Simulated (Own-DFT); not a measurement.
Simulation results for GaP (zincblende, strongly disordered by large displacements), InAs (zincblende, strongly disordered by large displacements)

Computed with Own-DFT development build. A calculation, not a measurement: plane-wave PBE density functional theory by an unreviewed code, no spin, of a simulated periodic cell, stress positive in tension, free energy of the whole cell less one offset for each atom, forces on such cells passed a denser k mesh, this cell's mesh not checked; broken bonds can close the gap or carry spin, so checks made on this kind of crystal may not hold here; offsets are fitted by least squares, one for each functional and potential file, so energies compare only between cells with the same atoms and settings and are not formation energies; the far tail of each file's local potential was reset to the Coulomb form; each entry is a single point on an unrelaxed cell, so the pressure reflects the starting lattice, mostly measured values (interpolated for alloys), from which strain is counted, and rises with the displacements; printed positions are rounded, which can move forces by about a meV/angstrom; the program, named Own-DFT, is a retired in-house code; no spin-orbit coupling.

Settings shared by all entries: functional PBE; potential files PseudoDojo norm-conserving, scalar-relativistic, standard set; wave cutoff 42 hartree; occupations Fermi-Dirac; smearing width 0.1 eV; k mesh 3 x 3 x 3 centred on Gamma.

(1) GaP (zincblende, strongly disordered by large displacements)

```
cell vectors (Å)
  10.9010     0.0000     0.0000
   0.0000    10.9010     0.0000
   0.0000     0.0000    10.9010
atoms (fractions of the cell vectors)
Ga  0.99751  0.01052  0.99624
Ga  0.05321  0.35706  0.21513
Ga  0.28954  0.01332  0.26853
Ga  0.26575  0.25340  0.99536
P   0.15455  0.16957  0.09960
P   0.14547  0.42533  0.41126
P   0.36115  0.13339  0.38110
P   0.39014  0.40649  0.15717
Ga  0.00121  0.00434  0.46805
Ga  0.95264  0.28202  0.80159
Ga  0.21845  0.01345  0.75844
Ga  0.25218  0.24610  0.47064
P   0.08262  0.11972  0.67630
P   0.09799  0.35472  0.86360
P   0.34249  0.08693  0.85578
P   0.38663  0.33269  0.61266
Ga  0.96684  0.50534  0.96263
Ga  0.00616  0.80949  0.26359
Ga  0.27393  0.51546  0.22704
Ga  0.23250  0.74851  0.99384
P   0.14604  0.65126  0.16025
P   0.10849  0.86809  0.45436
P   0.33415  0.62497  0.34756
P   0.37213  0.85812  0.09880
Ga  0.98181  0.47185  0.44746
Ga  0.06064  0.76529  0.72093
Ga  0.20796  0.52632  0.78231
Ga  0.26245  0.76927  0.47731
P   0.09201  0.62230  0.59443
P   0.08582  0.85013  0.94350
P   0.35682  0.63325  0.95486
P   0.38381  0.90844  0.65333
Ga  0.50006  0.90118  0.98908
Ga  0.51168  0.25988  0.26477
Ga  0.72062  0.99076  0.26546
Ga  0.74415  0.25118  0.99542
P   0.65200  0.14108  0.13686
P   0.64648  0.33476  0.35067
P   0.82475  0.12473  0.32678
P   0.85534  0.39753  0.11182
Ga  0.52970  0.97289  0.51637
Ga  0.51210  0.25013  0.73372
Ga  0.78352  0.00535  0.72286
Ga  0.75685  0.25087  0.52460
P   0.62528  0.14649  0.56997
P   0.65699  0.35425  0.88785
P   0.90300  0.10216  0.88252
P   0.87676  0.37344  0.60330
Ga  0.53002  0.43719  0.97308
Ga  0.57727  0.74284  0.25010
Ga  0.74140  0.46972  0.23524
Ga  0.74750  0.75380  0.95710
P   0.58189  0.60654  0.09469
P   0.65786  0.86039  0.35972
P   0.88221  0.65796  0.32551
P   0.83875  0.88074  0.14249
Ga  0.50800  0.54206  0.50712
Ga  0.53380  0.74587  0.73257
Ga  0.74912  0.48069  0.76411
Ga  0.75911  0.76380  0.46305
P   0.66353  0.55928  0.63466
P   0.63851  0.86975  0.89195
P   0.86003  0.59259  0.83637
P   0.82037  0.88857  0.59931
```

* hardware: one NVIDIA H100
* free energy of cell above offsets: 45.611 eV
* pressure: 20.68 GPa
* stress xx: -24.68 GPa
* stress yy: -20.85 GPa
* stress zz: -16.52 GPa
* stress yz: -0.75 GPa
* stress xz: -1.25 GPa
* stress xy: 2.57 GPa
* wall time: 612.5 s

Force:
| element | x (eV/Å) | y (eV/Å) | z (eV/Å) |
| --- | --- | --- | --- |
| Ga | 3.38 | -1.659 | 7.418 |
| Ga | -0.048 | -1.34 | -0.725 |
| Ga | -3.223 | -4.246 | -5.508 |
| Ga | 5.465 | 3.714 | -5.411 |
| P | -6.523 | -4.972 | 6.918 |
| P | 7.809 | -3.387 | -2.697 |
| P | 7.123 | -0.247 | 0.86 |
| P | 5.692 | -7.081 | -5.167 |
| Ga | -5.947 | 7.809 | 1.597 |
| Ga | -5.661 | -3.036 | -4.692 |
| Ga | -4.376 | -4.424 | -3.356 |
| Ga | -3.984 | 3.309 | 4.173 |
| P | -2.115 | 1.296 | -3.276 |
| P | 7.804 | 4.725 | 3.636 |
| P | 7.936 | 4.589 | 5.54 |
| P | -1.786 | 3.43 | -1.259 |
| Ga | 2.835 | -1.753 | 3.252 |
| Ga | 1.321 | -0.101 | -0.492 |
| Ga | -7.171 | -1.296 | -1.864 |
| Ga | -3.185 | 2.986 | 2.395 |
| P | -3.033 | 0.967 | -0.601 |
| P | 1.249 | -3.364 | -3.044 |
| P | 5.879 | 6.351 | 6.737 |
| P | -4.488 | -0.232 | 7.684 |
| Ga | -8.296 | 3.843 | 1.756 |
| Ga | -1.426 | 2.299 | 2.359 |
| Ga | 0.578 | 0.104 | -0.52 |
| Ga | 3.781 | -2.342 | 2.116 |
| P | 1.834 | -1.477 | -0.544 |
| P | -2.176 | -0.693 | -3.979 |
| P | 6.427 | -6.719 | -4.496 |
| P | 0.09 | -2.28 | -0.915 |
| Ga | -1.907 | 4.628 | 0.112 |
| Ga | -6.132 | -3.316 | -3.86 |
| Ga | 0.047 | 3.21 | -6 |
| Ga | 5.962 | -6.142 | 5.322 |
| P | -2.429 | -0.813 | 0.295 |
| P | 4.941 | 4 | 5.451 |
| P | 5.336 | 5.037 | 3.048 |
| P | 4.708 | -2.144 | -3.049 |
| Ga | -0.752 | -0.264 | -0.762 |
| Ga | 0.947 | -2.175 | 1.473 |
| Ga | -2.459 | 5.352 | 5.823 |
| Ga | 4.004 | 2.148 | -4.683 |
| P | -5.392 | -4.539 | 4.612 |
| P | -0.558 | -0.786 | -9.772 |
| P | -6.829 | 4.32 | -5.455 |
| P | 1.73 | 1.493 | 2.394 |
| Ga | -7.631 | 4.848 | 5.127 |
| Ga | -4.74 | -4.664 | -4.332 |
| Ga | -3.08 | 4.417 | 2.238 |
| Ga | 6.082 | -7.713 | 4.819 |
| P | 2.196 | 0.347 | 0.161 |
| P | -7.882 | 2.015 | 4.007 |
| P | -1.274 | -3.465 | 1.348 |
| P | 2.395 | -0.607 | -2.453 |
| Ga | -2.094 | -1.633 | -1.237 |
| Ga | -0.59 | -0.325 | 0.155 |
| Ga | -0.464 | -7.971 | 1.024 |
| Ga | 4.905 | -6.88 | 4.634 |
| P | -4.328 | 6.087 | -6.371 |
| P | 1.555 | 5.452 | -10.04 |
| P | 4.068 | 9.701 | 1.716 |
| P | 3.905 | -4.39 | -3.643 |

(2) InAs (zincblende, strongly disordered by large displacements)

```
cell vectors (Å)
  12.1166     0.0000     0.0000
   0.0000    12.1166     0.0000
   0.0000     0.0000    12.1166
atoms (fractions of the cell vectors)
In  0.99151  0.00172  0.02170
In  0.00498  0.28741  0.23275
In  0.25756  0.03084  0.29189
In  0.26354  0.24593  0.00178
As  0.13509  0.12934  0.13921
As  0.12581  0.38724  0.36049
As  0.37922  0.11907  0.37853
As  0.36469  0.37101  0.11294
In  0.98594  0.01771  0.47436
In  0.96097  0.25461  0.74496
In  0.26270  0.99099  0.75698
In  0.24743  0.21962  0.53587
As  0.13208  0.11746  0.63888
As  0.10132  0.35956  0.86741
As  0.36070  0.10660  0.87102
As  0.38029  0.34205  0.62860
In  0.01127  0.48409  0.99393
In  0.01146  0.72751  0.25254
In  0.25858  0.50881  0.24723
In  0.25251  0.72401  0.97588
As  0.08216  0.62723  0.11750
As  0.12505  0.85757  0.37345
As  0.39807  0.61228  0.36424
As  0.37221  0.89461  0.11795
In  0.99870  0.48147  0.50856
In  0.01618  0.73993  0.73847
In  0.26447  0.50024  0.78902
In  0.24741  0.77120  0.50827
As  0.09863  0.63822  0.61041
As  0.13652  0.84680  0.87102
As  0.39152  0.64803  0.88796
As  0.34101  0.88640  0.62895
In  0.52599  0.96575  0.98943
In  0.50385  0.27480  0.26245
In  0.72827  0.98002  0.23294
In  0.74145  0.28269  0.99739
As  0.63180  0.12424  0.12952
As  0.64113  0.39950  0.36548
As  0.87900  0.11740  0.38099
As  0.90511  0.37010  0.11906
In  0.49983  0.00887  0.48389
In  0.48946  0.27684  0.74659
In  0.74995  0.99463  0.74060
In  0.73124  0.26397  0.50028
As  0.64166  0.11162  0.63344
As  0.63017  0.37884  0.85786
As  0.85801  0.11559  0.86118
As  0.87708  0.39155  0.61441
In  0.50251  0.48946  0.01987
In  0.51193  0.71715  0.26153
In  0.71024  0.48994  0.23459
In  0.76473  0.77315  0.98148
As  0.62938  0.64234  0.11748
As  0.60993  0.87769  0.36844
As  0.87658  0.61305  0.34931
As  0.84495  0.85531  0.11218
In  0.51230  0.50195  0.50707
In  0.49958  0.75194  0.75203
In  0.74045  0.51266  0.76104
In  0.76982  0.76567  0.49440
As  0.61733  0.64002  0.61804
As  0.65049  0.87329  0.89775
As  0.88599  0.61319  0.82786
As  0.88626  0.87332  0.64176
```

* hardware: one NVIDIA H200
* free energy of cell above offsets: 6.646 eV
* pressure: 10.7 GPa
* stress xx: -11 GPa
* stress yy: -9.23 GPa
* stress zz: -11.87 GPa
* stress yz: 0.39 GPa
* stress xz: -1.59 GPa
* stress xy: 0.15 GPa
* wall time: 1193 s

Force:
| element | x (eV/Å) | y (eV/Å) | z (eV/Å) |
| --- | --- | --- | --- |
| In | 0.276 | -0.283 | -0.869 |
| In | 4.393 | -6.256 | 5.722 |
| In | -6.366 | -5.717 | -5.51 |
| In | -2.256 | -1.945 | -1.782 |
| As | -0.509 | 0.09 | -0.057 |
| As | 1.306 | -0.445 | 2.1 |
| As | 4.516 | 6.949 | 3.247 |
| As | 0.918 | 0.998 | 2.21 |
| In | 5.747 | -5.491 | 5.661 |
| In | 1.081 | -1.029 | -0.491 |
| In | -4.468 | 0.776 | 1.998 |
| In | 1.601 | 2.036 | -3.816 |
| As | -4.365 | -2.133 | 1.838 |
| As | 2.751 | -0.639 | -0.347 |
| As | 3.617 | 2.487 | 2.208 |
| As | -4.313 | 5.91 | -5.441 |
| In | -0.972 | 1.755 | -1.312 |
| In | -2.002 | 3.708 | 2.648 |
| In | -1.129 | 0.297 | -0.734 |
| In | -3.788 | 2.436 | 5.166 |
| As | 4.933 | -2.038 | -3.672 |
| As | -0.49 | 2.287 | -0.871 |
| As | -3.521 | -1.381 | 3.216 |
| As | -0.345 | -1.352 | 0.644 |
| In | 2.77 | 2.9 | -3.665 |
| In | -1.44 | 3.124 | 2.822 |
| In | -0.915 | -0.453 | -1.466 |
| In | -0.844 | -3.412 | -1.15 |
| As | 4.183 | -3.333 | -3.298 |
| As | -1.571 | 2.605 | 0.058 |
| As | 3.864 | -4.427 | -1.45 |
| As | 5.844 | -1.448 | -2.123 |
| In | -4.974 | 4.311 | 3.58 |
| In | -0.391 | -1.588 | -0.893 |
| In | 1.341 | 0.597 | 1.135 |
| In | 1.347 | -2.412 | 1.162 |
| As | -1.31 | 2.079 | -1.202 |
| As | -3.706 | -4.712 | 6.629 |
| As | -5.927 | 5.676 | -5.692 |
| As | -8.163 | 3.737 | -4.977 |
| In | 1.222 | -1.224 | 3.01 |
| In | 4.88 | -5.544 | 5.509 |
| In | 0.836 | -2.27 | 1 |
| In | 1.65 | -1.354 | 0.354 |
| As | -3.357 | 2.656 | -2.134 |
| As | -1.627 | 0.21 | 1.324 |
| As | 0.826 | 1.079 | 2.505 |
| As | -4.435 | -2.204 | 2.357 |
| In | 0.972 | 1.284 | -1.387 |
| In | 0.885 | 4.19 | -1.991 |
| In | 5.642 | 4.705 | -6.351 |
| In | 2.46 | -10.23 | -2.743 |
| As | 0.699 | -0.935 | -1.876 |
| As | 0.787 | -1.501 | 0.591 |
| As | -1.68 | -0.819 | 1.932 |
| As | 5.992 | 3.839 | 7.009 |
| In | -1.222 | -0.932 | 0.282 |
| In | 0.387 | 1.795 | -0.976 |
| In | -1.492 | -0.172 | -2.963 |
| In | -0.181 | -0.502 | -0.619 |
| As | 1.327 | 0.136 | 0.346 |
| As | -2.781 | 1.707 | -8.996 |
| As | 1.351 | 1.225 | 4.175 |
| As | 0.135 | 0.585 | -1.584 |

(3) InAs (zincblende, strongly disordered by large displacements)

```
cell vectors (Å)
  12.1166     0.0000     0.0000
   0.0000    12.1166     0.0000
   0.0000     0.0000    12.1166
atoms (fractions of the cell vectors)
In  0.99539  0.98902  0.01797
In  0.98407  0.25921  0.27524
In  0.26667  0.01010  0.23838
In  0.25617  0.21708  0.01327
As  0.13445  0.13986  0.12666
As  0.13106  0.38110  0.36655
As  0.35880  0.09886  0.38497
As  0.39542  0.36230  0.12442
In  0.01316  0.00093  0.48993
In  0.99487  0.23101  0.72590
In  0.23759  0.98414  0.77169
In  0.24537  0.24570  0.47045
As  0.12649  0.13169  0.62988
As  0.14219  0.37093  0.86369
As  0.38648  0.14033  0.89216
As  0.37785  0.37704  0.60827
In  0.98905  0.50288  0.99824
In  0.99869  0.73496  0.23505
In  0.22553  0.52217  0.26776
In  0.24508  0.75541  0.98529
As  0.14173  0.60122  0.12676
As  0.13660  0.87730  0.38726
As  0.35955  0.62603  0.40435
As  0.37607  0.90154  0.09640
In  0.99312  0.50922  0.47135
In  0.00731  0.75985  0.75676
In  0.24962  0.46930  0.74855
In  0.25491  0.74659  0.49990
As  0.13290  0.63680  0.64225
As  0.10891  0.88146  0.86452
As  0.39798  0.62616  0.87872
As  0.39364  0.84877  0.63865
In  0.47756  0.00454  0.99417
In  0.50838  0.23781  0.27358
In  0.72553  0.01106  0.23338
In  0.74037  0.21967  0.02890
As  0.61955  0.12322  0.12293
As  0.62713  0.38487  0.36796
As  0.88489  0.10716  0.37856
As  0.87289  0.36823  0.13265
In  0.49336  0.01326  0.49337
In  0.47113  0.26878  0.74499
In  0.77140  0.97918  0.73668
In  0.78136  0.24957  0.49091
As  0.60438  0.14008  0.62128
As  0.62696  0.34870  0.87503
As  0.88754  0.12007  0.89370
As  0.89244  0.37969  0.58994
In  0.49462  0.51089  0.98968
In  0.51245  0.77173  0.25739
In  0.72364  0.50237  0.23882
In  0.74836  0.74490  0.00574
As  0.62315  0.65271  0.14644
As  0.62110  0.85522  0.37704
As  0.91508  0.64573  0.39810
As  0.86514  0.87789  0.13767
In  0.47474  0.49152  0.48569
In  0.49796  0.77418  0.75546
In  0.73021  0.48943  0.75859
In  0.77534  0.73442  0.48771
As  0.60410  0.63456  0.66349
As  0.58037  0.85390  0.88376
As  0.87430  0.62767  0.90214
As  0.86041  0.89028  0.61724
```

- hardware: one NVIDIA H200
- free energy of cell above offsets: 2.663 eV
- pressure: 10.11 GPa
- stress xx: -9.48 GPa
- stress yy: -10 GPa
- stress zz: -10.85 GPa
- stress yz: 1.92 GPa
- stress xz: 0.28 GPa
- stress xy: 1.72 GPa
- wall time: 1399 s

Force:
| element | x (eV/Å) | y (eV/Å) | z (eV/Å) |
| --- | --- | --- | --- |
| In | 1.089 | 0.681 | 0.176 |
| In | 0.815 | -0.391 | -1.099 |
| In | -2.262 | -1.484 | -1.191 |
| In | 1.498 | 4.616 | -1.689 |
| As | -4.494 | -2.449 | 3.478 |
| As | -1.32 | -0.958 | 0.783 |
| As | 0.524 | 2.313 | -0.733 |
| As | -0.904 | 0.426 | 0.543 |
| In | 0.467 | -0.299 | 2.158 |
| In | -1.859 | 2.673 | 2.459 |
| In | 3.78 | 2.631 | -2.729 |
| In | -0.048 | 0.349 | 2.235 |
| As | 2.731 | -2.311 | -1.981 |
| As | -3.611 | -2.959 | 3.449 |
| As | -0.67 | 0.027 | -3.908 |
| As | -2.677 | -1.208 | -0.034 |
| In | 2.178 | -2.319 | 0.859 |
| In | 1.185 | 1.091 | -0.46 |
| In | 4.795 | -1.557 | 2.353 |
| In | 0.507 | -0.733 | 0.25 |
| As | -2.921 | 3.474 | -4.677 |
| As | 0.407 | -0.555 | -2.401 |
| As | 1.631 | -0.703 | -4.69 |
| As | -4.024 | -5.694 | 5.247 |
| In | 5.011 | -5.534 | 4.225 |
| In | -2.77 | -2.188 | -1.895 |
| In | 2.055 | 3.914 | -2.164 |
| In | -2.22 | 2.683 | 3.311 |
| As | -0.11 | -1.394 | -0.666 |
| As | -0.637 | -0.166 | 4.36 |
| As | -3.664 | 1.716 | -2.561 |
| As | -6.336 | 5.47 | -6.359 |
| In | 5.899 | 2.359 | -2.914 |
| In | -1.048 | 0.255 | -0.63 |
| In | 2.17 | -2.646 | 3.168 |
| In | 4.282 | 3.913 | -4 |
| As | -5.854 | -1.451 | 1.331 |
| As | -0.139 | -1.177 | 2.122 |
| As | -1.788 | 0.042 | -1.711 |
| As | -0.768 | 0.638 | -0.384 |
| In | 2.282 | -2.522 | 2.352 |
| In | 1.829 | -1.333 | 0.833 |
| In | -5.777 | 5.387 | 6.839 |
| In | -2.936 | -0.744 | -0.125 |
| As | 1.719 | -0.132 | 0.232 |
| As | -0.234 | 0.336 | 0.992 |
| As | -1.062 | 0.242 | -1.346 |
| As | -0.364 | 0.495 | 3.337 |
| In | 2.634 | -3.135 | 3.011 |
| In | -5.397 | -1.509 | -2.645 |
| In | 1.891 | 0.129 | -0.618 |
| In | -1.185 | 1.634 | 0.122 |
| As | 0.042 | -1.82 | -2.162 |
| As | 3.366 | 4.106 | 3.837 |
| As | -2.391 | 4.051 | -5.201 |
| As | 0.037 | -0.637 | -0.063 |
| In | 3.7 | 0.555 | 0.167 |
| In | -0.005 | -6.484 | -0.477 |
| In | 1.12 | 0.418 | -0.414 |
| In | -3.953 | 1.537 | 2.801 |
| As | 1.93 | -2.171 | -3.169 |
| As | 7.038 | 4.921 | 7.119 |
| As | -0.553 | 0.587 | -3.332 |
| As | 5.367 | -5.007 | -5.721 |
